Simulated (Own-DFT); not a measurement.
# Computed records: SiC (2H silicon carbide, atoms displaced)

A calculation, not a measurement: plane-wave PBE density functional theory by an unreviewed code, no spin, of a simulated periodic cell, stress positive in tension, free energy of the whole cell less one offset for each atom, forces on such cells passed a denser k mesh, this cell's mesh not checked; offsets are fitted by least squares, one for each functional and potential file, so energies compare only between cells with the same atoms and settings and are not formation energies; the far tail of each file's local potential was reset to the Coulomb form; each entry is a single point on an unrelaxed cell, so the pressure reflects the starting lattice, mostly measured values (interpolated for alloys), from which strain is counted, and rises with the displacements; printed positions are rounded, which can move forces by about a meV/angstrom; the program, named Own-DFT, is a retired in-house code; no spin-orbit coupling. Program: Own-DFT development build.

Settings shared by all entries: functional PBE; potential files PseudoDojo norm-conserving, scalar-relativistic, standard set; wave cutoff 42 hartree; occupations Fermi-Dirac; smearing width 0.1 eV; hardware one NVIDIA H100; k mesh 4 x 4 x 3 centred on Gamma.

```yaml
- entry: 1
  formula: SiC
  kind: "2H silicon carbide, atoms displaced"
  structure:
    cell_angstrom: [[9.2481, 0.0, 0.0], [-4.6241, 8.0091, 0.0], [0.0, 0.0, 10.0681]]
    atoms_fractional:
      - [Si, 0.00092, 0.99551, 0.99271]
      - [Si, 0.11438, 0.21916, 0.24864]
      - [C, 0.9935, 0.99301, 0.18067]
      - [C, 0.10814, 0.22179, 0.43887]
      - [Si, 0.00549, 0.00135, 0.50422]
      - [Si, 0.11406, 0.21975, 0.748]
      - [C, 0.99458, 0.9959, 0.68468]
      - [C, 0.11328, 0.21801, 0.93914]
      - [Si, 0.00071, 0.33543, 0.00265]
      - [Si, 0.11226, 0.55618, 0.24883]
      - [C, 0.99706, 0.32806, 0.18859]
      - [C, 0.10779, 0.55491, 0.4331]
      - [Si, 0.00242, 0.33258, 0.50284]
      - [Si, 0.10469, 0.55212, 0.74868]
      - [C, 0.99816, 0.32732, 0.68643]
      - [C, 0.11624, 0.55896, 0.93694]
      - [Si, 0.00227, 0.67139, 0.99317]
      - [Si, 0.11564, 0.88728, 0.25179]
      - [C, 0.9958, 0.66373, 0.18504]
      - [C, 0.11871, 0.88998, 0.4397]
      - [Si, 0.99921, 0.66482, 0.49857]
      - [Si, 0.10373, 0.87886, 0.75549]
      - [C, 0.99822, 0.66474, 0.68614]
      - [C, 0.10847, 0.88976, 0.92946]
      - [Si, 0.332, 0.00607, 0.99997]
      - [Si, 0.44694, 0.22549, 0.25033]
      - [C, 0.33211, 0.99533, 0.18433]
      - [C, 0.44258, 0.2159, 0.43517]
      - [Si, 0.33553, 0.00682, 0.50527]
      - [Si, 0.44147, 0.22367, 0.753]
      - [C, 0.33358, 0.00146, 0.68803]
      - [C, 0.44045, 0.21694, 0.9367]
      - [Si, 0.33575, 0.32876, 0.99946]
      - [Si, 0.43728, 0.55232, 0.24751]
      - [C, 0.33937, 0.34298, 0.19205]
      - [C, 0.44688, 0.55664, 0.43773]
      - [Si, 0.34171, 0.33662, 0.50107]
      - [Si, 0.45355, 0.56041, 0.74526]
      - [C, 0.33442, 0.33587, 0.68988]
      - [C, 0.45102, 0.55692, 0.94467]
      - [Si, 0.33129, 0.66241, 0.99601]
      - [Si, 0.44398, 0.88635, 0.24845]
      - [C, 0.3305, 0.66988, 0.18762]
      - [C, 0.44854, 0.88685, 0.43853]
      - [Si, 0.32953, 0.6617, 0.5042]
      - [Si, 0.44531, 0.88547, 0.75128]
      - [C, 0.32588, 0.66129, 0.68308]
      - [C, 0.44282, 0.88727, 0.9347]
      - [Si, 0.66471, 0.00365, 0.00113]
      - [Si, 0.77819, 0.22608, 0.24924]
      - [C, 0.65912, 0.00035, 0.18242]
      - [C, 0.77828, 0.22612, 0.43868]
      - [Si, 0.6632, 0.99597, 0.49909]
      - [Si, 0.77431, 0.2206, 0.74797]
      - [C, 0.66239, 0.99408, 0.68485]
      - [C, 0.77522, 0.22005, 0.9387]
      - [Si, 0.66755, 0.33939, 0.00021]
      - [Si, 0.77618, 0.54896, 0.25054]
      - [C, 0.66288, 0.33177, 0.19435]
      - [C, 0.77469, 0.55539, 0.44197]
      - [Si, 0.67025, 0.32985, 0.50134]
      - [Si, 0.78175, 0.55126, 0.7493]
      - [C, 0.66633, 0.33471, 0.68483]
      - [C, 0.77425, 0.55351, 0.9393]
      - [Si, 0.66808, 0.66558, 0.9964]
      - [Si, 0.78533, 0.89261, 0.25363]
      - [C, 0.66674, 0.66457, 0.18863]
      - [C, 0.78151, 0.88449, 0.43203]
      - [Si, 0.66199, 0.66627, 0.50489]
      - [Si, 0.77113, 0.88511, 0.74794]
      - [C, 0.66383, 0.66303, 0.68746]
      - [C, 0.77691, 0.88835, 0.93772]
  results:
    "free_energy_of_cell_above_offsets [eV]": "-9.827"
    "pressure [GPa]": 4.04
    "stress_xx [GPa]": -2.48
    "stress_yy [GPa]": -2.85
    "stress_zz [GPa]": -6.77
    "stress_yz [GPa]": 0.32
    "stress_xz [GPa]": 0.6
    "stress_xy [GPa]": -0.85
    force_element: [Si, Si, C, C, Si, Si, C, C, Si, Si, C, C, Si, Si, C, C, Si, Si, C, C, Si, Si, C, C, Si, Si, C, C, Si, Si, C, C, Si, Si, C, C, Si, Si, C, C, Si, Si, C, C, Si, Si, C, C, Si, Si, C, C, Si, Si, C, C, Si, Si, C, C, Si, Si, C, C, Si, Si, C, C, Si, Si, C, C]
    "force_x [eV/angstrom]": [-1.488, -0.799, 1.937, 1.404, -0.52, -0.733, 0.636, -0.501, 0.294, -0.639, 0.475, 0.623, -0.782, 1.134, -0.299, -1.171, 0.056, -1.219, 0.694, -0.847, -0.279, 0.35, 0.229, 0.913, 0.992, -0.66, -0.432, 0.205, 1.116, 0.675, -0.251, 0.662, -0.942, 1.163, -0.05, -0.786, -0.979, -2.277, 0.441, -1.056, 0.807, -0.096, 0.526, -1.398, -0.026, -1.106, 0.706, -0.306, 0.476, 0.063, 1.518, 1.115, 1.103, 0.389, -0.022, -0.073, 0.38, -1.0, 0.615, 0.423, -1.407, -1.4, -0.039, 1.063, -0.226, -1.633, -0.211, -0.489, 1.119, 0.686, 1.381, -0.224]
    "force_y [eV/angstrom]": [0.424, -0.28, 1.163, 0.054, -0.582, -0.138, -0.133, 0.787, -0.748, -0.396, 0.876, -0.239, 0.131, -0.359, 0.504, -0.888, -0.852, -0.242, 0.208, -0.149, 0.295, 1.814, -0.283, -0.283, -2.194, -1.1, 1.191, 1.518, -1.746, -0.465, -0.376, 1.509, 1.076, 2.623, -2.904, -0.381, -0.652, -1.16, -0.042, -0.913, 1.193, 0.45, -0.995, -0.173, 0.654, 0.1, 0.352, 0.182, -1.152, -1.314, 0.363, -1.158, 0.548, -0.504, 0.62, 1.235, -1.693, 1.682, 0.177, -0.297, 0.789, 0.273, -0.762, 0.581, 1.011, -1.363, 0.143, 0.908, 0.173, 0.495, 0.697, 0.114]
    "force_z [eV/angstrom]": [0.99, 0.066, 0.797, -0.086, -1.673, 0.524, 1.465, -0.435, -0.646, -0.476, -0.02, 1.256, -1.195, -0.029, 0.848, -0.431, 1.503, -0.502, -0.018, -0.02, -0.378, -3.333, 0.334, 2.389, -0.424, 0.081, 0.473, 0.731, -0.88, -1.036, 1.08, 0.479, 0.5, 0.7, -1.295, 0.147, -0.5, 1.679, -0.378, -1.983, 0.932, 0.553, -0.581, -0.123, -2.126, -0.893, 1.922, 0.701, -0.659, 0.331, 1.673, -0.129, -0.732, 0.246, 0.406, -0.423, 0.631, 0.534, -1.755, -0.304, -0.748, -0.028, 1.118, -1.211, 1.853, -2.043, -0.181, 2.46, -1.87, 0.512, 0.284, -0.652]
    "wall_time [s]": 360.3
- entry: 2
  formula: SiC
  kind: "2H silicon carbide, atoms displaced"
  structure:
    cell_angstrom: [[9.2481, 0.0, 0.0], [-4.6241, 8.0091, 0.0], [0.0, 0.0, 10.0681]]
    atoms_fractional:
      - [Si, 0.99865, 0.00022, 0.99782]
      - [Si, 0.11604, 0.22911, 0.24932]
      - [C, 0.00648, 4.0e-05, 0.18339]
      - [C, 0.11433, 0.22306, 0.43925]
      - [Si, 0.99716, 0.99926, 0.50029]
      - [Si, 0.11589, 0.22713, 0.75087]
      - [C, 0.00369, 0.99793, 0.68872]
      - [C, 0.11077, 0.21997, 0.93658]
      - [Si, 0.00022, 0.33868, 0.00133]
      - [Si, 0.11073, 0.55382, 0.25247]
      - [C, 0.99477, 0.33105, 0.18308]
      - [C, 0.10718, 0.55511, 0.43227]
      - [Si, 0.00287, 0.34287, 0.4988]
      - [Si, 0.10621, 0.55742, 0.7556]
      - [C, 0.00034, 0.33232, 0.6851]
      - [C, 0.11433, 0.55763, 0.93911]
      - [Si, 0.99895, 0.6637, 0.99831]
      - [Si, 0.11334, 0.89742, 0.24765]
      - [C, 0.99173, 0.66411, 0.18398]
      - [C, 0.11426, 0.88965, 0.43299]
      - [Si, 0.00043, 0.66713, 0.50038]
      - [Si, 0.10852, 0.89031, 0.75222]
      - [C, 0.99395, 0.66391, 0.68712]
      - [C, 0.11324, 0.88778, 0.93758]
      - [Si, 0.33628, 0.99786, 0.00371]
      - [Si, 0.44408, 0.22672, 0.25243]
      - [C, 0.33139, 0.99693, 0.18812]
      - [C, 0.43638, 0.21645, 0.44119]
      - [Si, 0.33639, 0.99813, 0.50043]
      - [Si, 0.44627, 0.21643, 0.75823]
      - [C, 0.33667, 0.00214, 0.69021]
      - [C, 0.44586, 0.22438, 0.9378]
      - [Si, 0.33221, 0.33287, 0.99984]
      - [Si, 0.44434, 0.5613, 0.25345]
      - [C, 0.33201, 0.32672, 0.18934]
      - [C, 0.44781, 0.55779, 0.43761]
      - [Si, 0.3349, 0.33282, 0.50071]
      - [Si, 0.43599, 0.55438, 0.75387]
      - [C, 0.33513, 0.33323, 0.68926]
      - [C, 0.44735, 0.55346, 0.93648]
      - [Si, 0.34125, 0.67215, 0.00287]
      - [Si, 0.44402, 0.88296, 0.24487]
      - [C, 0.334, 0.67202, 0.18896]
      - [C, 0.44316, 0.88638, 0.4373]
      - [Si, 0.33738, 0.66489, 0.49623]
      - [Si, 0.4478, 0.88752, 0.7529]
      - [C, 0.32636, 0.65941, 0.68547]
      - [C, 0.44094, 0.88732, 0.9367]
      - [Si, 0.66348, 0.99574, 8.0e-05]
      - [Si, 0.77488, 0.22315, 0.25488]
      - [C, 0.66383, 0.99584, 0.18474]
      - [C, 0.78069, 0.22672, 0.43413]
      - [Si, 0.66992, 0.00129, 0.49832]
      - [Si, 0.77331, 0.21783, 0.75271]
      - [C, 0.66372, 0.99569, 0.67766]
      - [C, 0.77782, 0.22537, 0.93389]
      - [Si, 0.667, 0.33663, 0.99881]
      - [Si, 0.77824, 0.55772, 0.25316]
      - [C, 0.66244, 0.33086, 0.18184]
      - [C, 0.78081, 0.55834, 0.43726]
      - [Si, 0.66782, 0.33071, 0.49995]
      - [Si, 0.78058, 0.54966, 0.74692]
      - [C, 0.67009, 0.33493, 0.68698]
      - [C, 0.77348, 0.55503, 0.93829]
      - [Si, 0.66874, 0.67041, 0.99604]
      - [Si, 0.77654, 0.88517, 0.2521]
      - [C, 0.66378, 0.6637, 0.18789]
      - [C, 0.77697, 0.88738, 0.44159]
      - [Si, 0.65921, 0.66223, 0.5002]
      - [Si, 0.78108, 0.89094, 0.75093]
      - [C, 0.66767, 0.66655, 0.68953]
      - [C, 0.7821, 0.89405, 0.94309]
  results:
    "free_energy_of_cell_above_offsets [eV]": "-10.171"
    "pressure [GPa]": 3.88
    "stress_xx [GPa]": -2.72
    "stress_yy [GPa]": -1.72
    "stress_zz [GPa]": -7.2
    "stress_yz [GPa]": 0.37
    "stress_xz [GPa]": 0.0
    "stress_xy [GPa]": 0.02
    force_element: [Si, Si, C, C, Si, Si, C, C, Si, Si, C, C, Si, Si, C, C, Si, Si, C, C, Si, Si, C, C, Si, Si, C, C, Si, Si, C, C, Si, Si, C, C, Si, Si, C, C, Si, Si, C, C, Si, Si, C, C, Si, Si, C, C, Si, Si, C, C, Si, Si, C, C, Si, Si, C, C, Si, Si, C, C, Si, Si, C, C]
    "force_x [eV/angstrom]": [1.32, -0.678, -2.077, -1.029, 1.165, -0.238, -1.154, -0.489, 0.436, -1.378, 0.612, 1.037, 0.763, 0.783, -0.633, 0.177, -0.616, 0.792, 1.447, -0.526, -0.131, 1.354, 1.253, -0.371, -1.258, 1.044, 0.72, 1.55, -0.824, -0.686, -0.007, 0.083, 0.245, 0.756, -0.813, -0.666, -0.399, 1.684, 0.409, -1.023, -0.563, -0.839, 0.197, 0.774, -1.442, -0.871, -0.213, 1.231, 0.092, -0.069, 0.365, 0.132, -0.645, 0.802, 0.39, 0.062, -0.007, -0.161, 0.276, -0.705, -0.987, -2.039, -0.21, 1.039, 0.201, 0.474, -0.169, -0.072, 1.791, -0.109, -0.509, -0.853]
    "force_y [eV/angstrom]": [0.208, -1.578, 0.88, 0.412, 0.074, -0.757, 0.963, 0.883, -1.105, 0.419, 0.437, 0.748, -1.622, -0.654, 0.289, 0.184, 0.492, -2.098, 0.675, -0.037, 0.614, -0.487, 0.901, 0.04, 0.723, -1.444, 0.683, 1.095, -0.308, 1.299, -1.072, -0.715, -0.296, -1.12, 2.207, -1.085, -0.075, -0.124, -0.028, 0.703, -1.366, 2.109, -2.01, 0.245, 0.253, -0.504, 1.059, 0.244, 1.38, -0.395, 0.529, -0.675, -0.152, 0.381, 0.529, -0.683, -0.415, -0.746, 0.448, -0.746, 0.498, 0.876, -1.312, 0.314, -0.553, 0.604, 0.405, -0.074, 0.994, -0.437, -0.401, -0.724]
    "force_z [eV/angstrom]": [0.471, 0.036, 0.794, -0.342, -0.051, -0.674, -0.083, 0.428, -1.075, -1.895, 1.502, 1.328, 0.209, -1.506, 0.862, 0.413, 0.375, -0.016, 0.844, 1.244, -0.555, -0.334, 0.114, 0.228, -0.546, -0.231, 0.182, -0.61, 0.221, -2.043, -0.087, 1.157, 0.158, -1.18, -0.444, -0.156, 0.633, -1.273, 0.174, 1.058, -0.639, 1.526, -0.316, -0.509, 0.823, -1.694, 0.492, 0.398, -0.125, -2.394, 0.969, 1.272, -1.077, -1.727, 2.878, 1.269, -0.175, -1.172, 1.891, 0.587, -0.08, 0.827, 0.125, -0.794, 0.847, -0.629, -0.068, -0.867, 0.911, -0.509, 0.117, -1.482]
    "wall_time [s]": 386.0
- entry: 3
  formula: SiC
  kind: "2H silicon carbide, atoms displaced"
  structure:
    cell_angstrom: [[9.2481, 0.0, 0.0], [-4.6241, 8.0091, 0.0], [0.0, 0.0, 10.0681]]
    atoms_fractional:
      - [Si, 0.00245, 0.00626, 0.00459]
      - [Si, 0.11251, 0.21692, 0.24567]
      - [C, 0.99993, 0.99496, 0.18504]
      - [C, 0.11563, 0.22151, 0.4427]
      - [Si, 0.0094, 0.00406, 0.49641]
      - [Si, 0.10954, 0.21547, 0.75179]
      - [C, 0.99959, 0.99903, 0.68729]
      - [C, 0.10874, 0.22311, 0.93511]
      - [Si, 0.00913, 0.3336, 0.99598]
      - [Si, 0.11397, 0.56047, 0.24749]
      - [C, 0.00102, 0.33587, 0.18828]
      - [C, 0.11175, 0.55272, 0.43521]
      - [Si, 0.00644, 0.32888, 0.50225]
      - [Si, 0.10489, 0.55302, 0.75342]
      - [C, 0.99546, 0.3322, 0.68635]
      - [C, 0.11348, 0.55569, 0.93488]
      - [Si, 0.99601, 0.662, 0.00494]
      - [Si, 0.10978, 0.88429, 0.24777]
      - [C, 0.99795, 0.66459, 0.19578]
      - [C, 0.11193, 0.89697, 0.4377]
      - [Si, 0.00101, 0.66841, 0.50168]
      - [Si, 0.119, 0.88811, 0.75095]
      - [C, 0.00249, 0.67195, 0.69032]
      - [C, 0.10872, 0.89204, 0.93751]
      - [Si, 0.33114, 0.00236, 0.00106]
      - [Si, 0.44017, 0.21918, 0.25111]
      - [C, 0.33067, 0.99943, 0.18625]
      - [C, 0.43769, 0.22041, 0.43732]
      - [Si, 0.32773, 0.99554, 0.49515]
      - [Si, 0.4505, 0.22486, 0.75618]
      - [C, 0.33199, 0.99607, 0.68424]
      - [C, 0.44988, 0.22322, 0.93585]
      - [Si, 0.33278, 0.33232, 0.99548]
      - [Si, 0.44222, 0.55338, 0.25252]
      - [C, 0.32995, 0.33717, 0.19111]
      - [C, 0.44383, 0.55111, 0.43852]
      - [Si, 0.33622, 0.33382, 0.50011]
      - [Si, 0.44135, 0.55506, 0.7528]
      - [C, 0.33232, 0.3327, 0.69065]
      - [C, 0.44042, 0.55752, 0.93312]
      - [Si, 0.33887, 0.67453, 0.99943]
      - [Si, 0.43844, 0.88457, 0.25398]
      - [C, 0.33447, 0.67224, 0.18817]
      - [C, 0.44199, 0.89307, 0.43779]
      - [Si, 0.333, 0.66378, 0.49481]
      - [Si, 0.44157, 0.88944, 0.75084]
      - [C, 0.33553, 0.67229, 0.68268]
      - [C, 0.44817, 0.89055, 0.93633]
      - [Si, 0.66869, 0.00055, 0.99629]
      - [Si, 0.77305, 0.21845, 0.24801]
      - [C, 0.66486, 0.99784, 0.18711]
      - [C, 0.77295, 0.22277, 0.44107]
      - [Si, 0.66493, 0.99973, 0.49752]
      - [Si, 0.7782, 0.22071, 0.74815]
      - [C, 0.66453, 0.99767, 0.6877]
      - [C, 0.77933, 0.21986, 0.93821]
      - [Si, 0.66066, 0.33232, 0.9995]
      - [Si, 0.77392, 0.55493, 0.24887]
      - [C, 0.65891, 0.32879, 0.18816]
      - [C, 0.78336, 0.55883, 0.4397]
      - [Si, 0.66969, 0.3368, 0.50095]
      - [Si, 0.77762, 0.55715, 0.74457]
      - [C, 0.66736, 0.33326, 0.68583]
      - [C, 0.78177, 0.55863, 0.94036]
      - [Si, 0.66563, 0.66316, 0.00018]
      - [Si, 0.78008, 0.8912, 0.2474]
      - [C, 0.67023, 0.67005, 0.18971]
      - [C, 0.7772, 0.88994, 0.43597]
      - [Si, 0.66481, 0.66783, 0.49912]
      - [Si, 0.78186, 0.88999, 0.7486]
      - [C, 0.6693, 0.67266, 0.68611]
      - [C, 0.77747, 0.88478, 0.93402]
  results:
    "free_energy_of_cell_above_offsets [eV]": "-10.426"
    "pressure [GPa]": 3.83
    "stress_xx [GPa]": -2.75
    "stress_yy [GPa]": -3.15
    "stress_zz [GPa]": -5.59
    "stress_yz [GPa]": -0.46
    "stress_xz [GPa]": 0.41
    "stress_xy [GPa]": -0.05
    force_element: [Si, Si, C, C, Si, Si, C, C, Si, Si, C, C, Si, Si, C, C, Si, Si, C, C, Si, Si, C, C, Si, Si, C, C, Si, Si, C, C, Si, Si, C, C, Si, Si, C, C, Si, Si, C, C, Si, Si, C, C, Si, Si, C, C, Si, Si, C, C, Si, Si, C, C, Si, Si, C, C, Si, Si, C, C, Si, Si, C, C]
    "force_x [eV/angstrom]": [-0.357, -1.425, -0.086, -0.135, -2.337, -0.549, 1.015, 1.604, -2.451, 0.171, 0.322, -0.216, -1.951, 1.103, 1.216, -0.231, 0.737, -0.207, -0.165, 1.006, 0.663, -1.8, 0.027, 0.793, 0.682, -0.3, 0.109, 1.419, 0.36, -0.799, 0.191, -1.533, -0.198, 0.121, 1.232, -0.118, -0.278, 0.035, 0.495, 0.961, -0.475, 0.722, 0.45, 0.694, -0.405, 0.9, -0.32, -1.063, 0.261, 0.37, -0.189, 1.417, 0.03, -0.358, 0.132, -0.253, 2.266, 0.454, 0.3, -1.076, -0.754, 0.002, -0.054, -0.771, -0.29, -0.583, -0.852, 0.493, 0.759, -0.712, -0.268, 0.044]
    "force_y [eV/angstrom]": [-1.454, 0.822, 0.651, 0.186, -0.44, 0.854, -0.159, -0.581, 0.503, -1.414, -0.633, 0.294, 0.565, 0.584, 0.032, 0.416, 1.006, 0.73, -0.116, -2.138, 0.132, 0.62, -1.024, -0.365, -0.789, 0.436, -0.167, 0.164, 1.295, -0.655, 1.286, -0.334, 0.64, 0.99, -0.826, 0.73, -0.374, 0.763, -0.024, -0.386, -0.789, 1.505, -0.984, -1.218, 0.575, -0.178, -1.32, 0.504, -0.357, 0.634, -0.127, -0.092, 0.278, -0.374, 0.215, 0.951, 0.491, -0.556, 0.576, -0.252, -0.52, 0.303, 0.281, -1.125, 0.709, -0.144, -0.75, 0.264, 0.232, 0.096, -1.274, 0.635]
    "force_z [eV/angstrom]": [-1.945, 1.309, 0.89, -1.588, 1.397, -1.195, -0.241, 0.567, 1.112, 0.707, -0.447, 0.415, -0.753, -1.702, 0.77, 1.469, -0.529, 0.573, -1.508, -0.971, -0.248, 0.009, -0.453, 0.702, -0.549, 0.036, 0.4, 0.179, 1.122, -2.571, 0.555, 1.003, 0.671, -0.449, -1.553, -0.248, 0.837, -1.904, 0.045, 1.808, -0.097, -0.894, -0.262, -0.262, 0.905, -0.82, 0.886, 0.355, 0.427, 0.516, -0.18, -0.894, 0.639, 0.199, -0.136, -0.23, 0.371, 0.842, -0.145, -0.335, -0.53, 0.895, 0.778, -0.724, -0.268, 0.553, -0.48, -0.101, 0.049, -0.154, 0.252, 1.126]
    "wall_time [s]": 371.6
- entry: 4
  formula: SiC
  kind: "2H silicon carbide, atoms displaced"
  structure:
    cell_angstrom: [[9.2481, 0.0, 0.0], [-4.6241, 8.0091, 0.0], [0.0, 0.0, 10.0681]]
    atoms_fractional:
      - [Si, 0.00279, 0.99615, 0.00165]
      - [Si, 0.10947, 0.2186, 0.25504]
      - [C, 0.00217, 0.00272, 0.18564]
      - [C, 0.10873, 0.21302, 0.4352]
      - [Si, 0.99918, 0.0013, 0.50211]
      - [Si, 0.11146, 0.21921, 0.74643]
      - [C, 0.0016, 0.99593, 0.68389]
      - [C, 0.10848, 0.2275, 0.93308]
      - [Si, 0.99952, 0.3377, 0.99864]
      - [Si, 0.10977, 0.55137, 0.25284]
      - [C, 0.99851, 0.33943, 0.18863]
      - [C, 0.11629, 0.5593, 0.44256]
      - [Si, 0.99721, 0.33619, 0.50201]
      - [Si, 0.11135, 0.559, 0.74962]
      - [C, 0.00187, 0.33417, 0.69316]
      - [C, 0.11371, 0.55885, 0.93703]
      - [Si, 0.00415, 0.66429, 0.99612]
      - [Si, 0.10685, 0.88763, 0.2534]
      - [C, 0.00375, 0.66678, 0.18582]
      - [C, 0.11492, 0.89421, 0.43845]
      - [Si, 0.99965, 0.67041, 0.4989]
      - [Si, 0.11746, 0.89353, 0.75225]
      - [C, 0.99894, 0.66989, 0.68415]
      - [C, 0.11895, 0.89532, 0.93717]
      - [Si, 0.32579, 0.99896, 0.00032]
      - [Si, 0.44105, 0.22368, 0.24596]
      - [C, 0.32529, 0.00086, 0.19477]
      - [C, 0.43914, 0.22141, 0.43978]
      - [Si, 0.33097, 0.00151, 0.50027]
      - [Si, 0.4422, 0.22634, 0.74813]
      - [C, 0.32824, 0.99924, 0.68601]
      - [C, 0.444, 0.22353, 0.94208]
      - [Si, 0.33827, 0.34029, 0.99769]
      - [Si, 0.44862, 0.55999, 0.24976]
      - [C, 0.33261, 0.33005, 0.19072]
      - [C, 0.44384, 0.55869, 0.43094]
      - [Si, 0.33426, 0.33482, 0.50376]
      - [Si, 0.44101, 0.55373, 0.75123]
      - [C, 0.33321, 0.33302, 0.68835]
      - [C, 0.44301, 0.55835, 0.93654]
      - [Si, 0.33541, 0.66916, 0.99908]
      - [Si, 0.44822, 0.88624, 0.2548]
      - [C, 0.32521, 0.6608, 0.1821]
      - [C, 0.4418, 0.88583, 0.44143]
      - [Si, 0.33037, 0.6623, 0.50689]
      - [Si, 0.44876, 0.88659, 0.75234]
      - [C, 0.33172, 0.66941, 0.69245]
      - [C, 0.4446, 0.8891, 0.93944]
      - [Si, 0.66687, 0.0035, 0.00108]
      - [Si, 0.76873, 0.22051, 0.25603]
      - [C, 0.66369, 0.99694, 0.19494]
      - [C, 0.78328, 0.22593, 0.44164]
      - [Si, 0.67277, 0.99921, 0.49933]
      - [Si, 0.78144, 0.22347, 0.74931]
      - [C, 0.6657, 0.00245, 0.68776]
      - [C, 0.7816, 0.22306, 0.93274]
      - [Si, 0.67047, 0.33594, 0.99899]
      - [Si, 0.78014, 0.55767, 0.25025]
      - [C, 0.66803, 0.33343, 0.18797]
      - [C, 0.78172, 0.56034, 0.44071]
      - [Si, 0.66552, 0.33762, 0.49989]
      - [Si, 0.77821, 0.55874, 0.74729]
      - [C, 0.66462, 0.33451, 0.68553]
      - [C, 0.77514, 0.55506, 0.93484]
      - [Si, 0.66935, 0.66501, 0.00212]
      - [Si, 0.77616, 0.88558, 0.24935]
      - [C, 0.66589, 0.66807, 0.19135]
      - [C, 0.77864, 0.88825, 0.43749]
      - [Si, 0.66465, 0.66504, 0.49653]
      - [Si, 0.77732, 0.88519, 0.74664]
      - [C, 0.67094, 0.66516, 0.6854]
      - [C, 0.77342, 0.8902, 0.9359]
  results:
    "free_energy_of_cell_above_offsets [eV]": "-10.349"
    "pressure [GPa]": 3.84
    "stress_xx [GPa]": -3.07
    "stress_yy [GPa]": -2.57
    "stress_zz [GPa]": -5.87
    "stress_yz [GPa]": -0.1
    "stress_xz [GPa]": 0.11
    "stress_xy [GPa]": -0.39
    force_element: [Si, Si, C, C, Si, Si, C, C, Si, Si, C, C, Si, Si, C, C, Si, Si, C, C, Si, Si, C, C, Si, Si, C, C, Si, Si, C, C, Si, Si, C, C, Si, Si, C, C, Si, Si, C, C, Si, Si, C, C, Si, Si, C, C, Si, Si, C, C, Si, Si, C, C, Si, Si, C, C, Si, Si, C, C, Si, Si, C, C]
    "force_x [eV/angstrom]": [-1.471, -0.407, -0.577, -0.729, 0.615, -0.62, -0.647, 1.312, 0.583, -0.105, 0.225, -1.009, 1.544, -0.47, 0.09, 0.126, -1.064, 0.383, -0.771, -0.95, 0.851, -0.779, 0.543, -1.514, 2.228, 0.684, 1.736, 1.01, 0.871, 1.303, 1.569, 0.267, -1.098, -1.425, -0.889, 0.142, -0.366, 0.623, -0.657, 0.974, -0.358, -2.279, 1.272, 0.541, 0.485, -1.397, 0.881, -0.338, 0.111, 1.771, 0.389, -1.455, -1.663, -0.935, 1.114, -0.938, -0.188, 0.346, -0.824, -0.386, 0.189, 0.622, 0.451, 0.948, -1.093, 0.379, 0.799, 0.292, -0.018, -0.243, -1.93, 1.325]
    "force_y [eV/angstrom]": [1.407, 0.999, -0.948, 2.004, -0.91, 0.039, 0.555, -0.823, -0.379, 0.978, -2.024, -0.643, -0.143, -0.328, 0.234, -0.185, 0.801, 0.103, -0.006, -1.004, 0.44, -0.885, -0.065, -1.799, 0.968, -0.453, -0.433, 0.752, -0.159, -1.063, 0.588, 0.147, -1.183, -1.292, 1.421, -0.544, -0.204, 0.608, 0.62, 0.12, -0.136, -0.512, 0.902, 0.341, 1.264, 1.242, -0.796, 0.578, -0.251, 0.396, 0.682, -0.51, 0.16, -0.004, -0.494, 0.213, -0.749, -0.23, 0.235, -0.609, -0.809, -0.798, 0.082, 0.426, 0.787, 1.219, -0.39, -0.2, 0.375, 0.746, 0.043, -0.519]
    "force_z [eV/angstrom]": [-0.98, -1.763, 0.676, 1.751, -0.781, 0.702, 1.22, 0.932, 0.355, -0.108, 0.166, -0.516, 0.154, 0.12, -1.357, -0.444, 0.607, -0.433, 0.411, 0.037, 0.158, -0.833, 1.124, -0.271, 1.301, 1.102, -1.2, -0.541, -0.097, 0.724, 0.681, -0.985, 0.737, -0.996, -0.857, 2.23, -1.519, -0.248, -0.133, 0.373, -0.002, -0.488, 1.426, 0.212, -0.978, -0.244, -0.398, 0.079, 0.195, -0.714, -1.161, -0.219, 0.286, -0.432, -0.187, 1.307, -0.151, -0.008, 0.055, -1.106, -0.04, 0.031, 0.677, 0.407, -0.605, 0.166, -0.836, -0.061, 0.431, 0.436, -0.139, 0.558]
    "wall_time [s]": 352.4
```
